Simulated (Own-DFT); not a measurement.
# How strain changes the stress of 2H SiC, 72 atoms (C36Si36)

Calculated results; nothing here was measured. The program, named Own-DFT, is a retired in-house plane-wave density functional code that no person has reviewed. Each row is one single-point run on a periodic cell that was not relaxed, without spin or spin-orbit coupling.

Settings of every run: PBE; PseudoDojo norm-conserving scalar-relativistic files; cutoff 42 hartree; 4 x 4 x 3 k mesh centred on Gamma; Fermi-Dirac smearing of 0.1 eV.

Known limits: forces on such cells passed a denser k mesh, each cell not checked; stress not checked against mesh or cutoff.

Unstrained cell vectors in Å: (9.248, 0.000, 0.000); (-4.624, 8.009, 0.000); (0.000, 0.000, 10.068). The unstrained cell has measured lattice constants (interpolated for alloys), not those of this functional. That, the random moves and any unrelaxed bonds set the pressure at no strain. Each run strains this cell uniformly, with the atoms carried along. Every atom was also moved at random, by a Gaussian of width 0.05 Å on each axis. Strain is the symmetric tensor, in per cent. Stress is positive in tension, and the pressure is minus a third of its trace.

| run | e_xx (%) | e_yy (%) | e_zz (%) | e_yz (%) | e_xz (%) | e_xy (%) | s_xx (GPa) | s_yy (GPa) | s_zz (GPa) | s_yz (GPa) | s_xz (GPa) | s_xy (GPa) | P (GPa) | E (meV/atom) |
|---|---|---|---|---|---|---|---|---|---|---|---|---|---|---|
| 1 | -0.53 | 0.87 | 1.91 | -0.77 | 1.69 | -0.75 | -5.03 | -0.74 | 4.04 | -1.54 | 5.99 | -1.68 | 0.58 | 12.3 |
| 2 | -0.58 | 1.46 | 0.24 | -1.35 | -0.94 | -0.82 | -7.37 | 3.42 | -4.14 | -3.88 | -2.35 | -1.72 | 2.70 | 0.0 |
| 3 | -0.20 | 1.82 | 1.20 | 0.32 | -0.95 | -1.38 | -4.62 | 5.95 | 0.41 | 0.53 | -3.28 | -6.16 | -0.58 | 11.0 |
| 4 | 1.61 | -0.96 | 1.07 | 0.20 | -0.60 | -1.83 | 4.79 | -10.27 | -1.40 | -0.38 | -2.54 | -8.17 | 2.29 | 30.7 |
| 5 | 0.12 | 0.46 | -1.52 | 1.85 | 1.09 | 1.32 | -4.74 | -1.56 | -17.39 | 6.07 | 3.32 | 7.18 | 7.90 | 32.2 |
| 6 | 0.22 | -0.72 | 0.34 | -0.81 | 0.25 | -1.99 | -3.49 | -9.25 | -5.52 | -3.89 | 0.23 | -9.10 | 6.08 | 25.1 |
| 7 | -1.85 | 0.36 | 0.00 | -1.43 | 1.62 | 1.33 | -12.73 | -5.73 | -8.57 | -5.22 | 5.19 | 7.27 | 9.01 | 22.6 |
| 8 | -0.38 | -1.59 | 0.86 | -0.29 | -1.51 | -1.81 | -9.81 | -14.20 | -0.91 | -0.25 | -5.48 | -8.06 | 8.31 | 25.8 |
| 9 | 1.06 | 1.62 | 1.90 | -1.73 | 1.29 | -1.81 | 3.03 | 4.99 | 4.07 | -5.74 | 3.68 | -7.46 | -4.03 | 17.6 |
| 10 | 1.87 | 1.59 | 1.06 | -1.10 | -1.87 | -0.57 | 6.69 | 6.00 | -0.97 | -2.75 | -5.88 | -2.28 | -3.91 | 7.5 |
| 11 | -1.19 | 0.77 | 1.07 | -0.05 | -1.40 | 1.27 | -10.39 | -0.07 | -2.38 | -1.15 | -2.95 | 6.52 | 4.28 | 14.8 |
| 12 | -0.65 | -1.33 | 0.65 | 1.20 | -1.10 | -1.29 | -7.48 | -12.07 | -5.84 | 3.76 | -3.21 | -7.00 | 8.46 | 20.2 |
| 13 | -0.93 | 1.76 | 0.78 | -1.28 | 0.66 | 1.51 | -7.48 | 5.45 | -4.61 | -4.10 | 2.45 | 6.62 | 2.22 | 18.6 |
| 14 | -1.19 | -0.34 | -1.50 | 0.56 | -1.14 | -1.91 | -13.11 | -8.30 | -18.13 | 1.43 | -3.41 | -9.81 | 13.18 | 36.1 |
| 15 | -1.94 | 0.62 | -0.52 | 0.63 | -1.44 | 0.97 | -14.89 | -2.88 | -11.44 | 2.58 | -4.78 | 5.16 | 9.74 | 19.0 |
| 16 | 1.09 | -0.53 | 1.73 | -0.86 | -1.08 | -1.60 | 3.19 | -6.97 | 1.74 | -3.11 | -4.00 | -6.74 | 0.68 | 5.6 |
| 17 | 0.68 | 1.13 | -1.17 | 1.55 | 1.72 | -0.37 | ? | ? | ? | ? | ? | ? | ? | ? |

E is the free energy for each atom above the lowest run shown.

## Worked fit

Each stress component was fitted by least squares to a constant and the strains of the runs shown, as fractions, with shears doubled. Shear strains stay in the fit of a normal stress only where such slopes are resolved. The slopes, in GPa:

| stress | at no strain | per e_xx | per e_yy | per e_zz | scatter |
|---|---|---|---|---|---|
| s_xx | -4.7 | 531 ± 29 | 61 ± 26 | 79 ± 32 | 1.15 |
| s_yy | -4.9 | 71 ± 21 | 591 ± 19 | 6 ± 23 | 0.82 |
| s_zz | -8.0 | 23 ± 31 | 19 ± 28 | 612 ± 34 | 1.21 |

Each shear stress against twice its own strain: yz 162 ± 14, xz 155 ± 6, xy 236 ± 12 GPa. These are stiffnesses along x, y and z of the frame in which the cell vectors are given, which need not be the crystal's axes. The atoms are held to the strained lattice; where symmetry lets them move under strain, relaxing them would lower some slopes. The table should be nearly symmetric about its diagonal, and what it lacks of that shows the noise. A ninth of its sum, 221 ± 4 GPa, estimates the bulk modulus near the mean pressure of these runs, 4.2 GPa, so it lies above the value at zero pressure.

## Withheld run

Question: what normal stresses and pressure should run 17 give?

The fit gives s_xx = -1.4, s_yy = 2.1, s_zz = -14.8 and P = 4.7 GPa. The calculation gave 1.51, 0.48, -14.08 and P = 4.03 GPa.
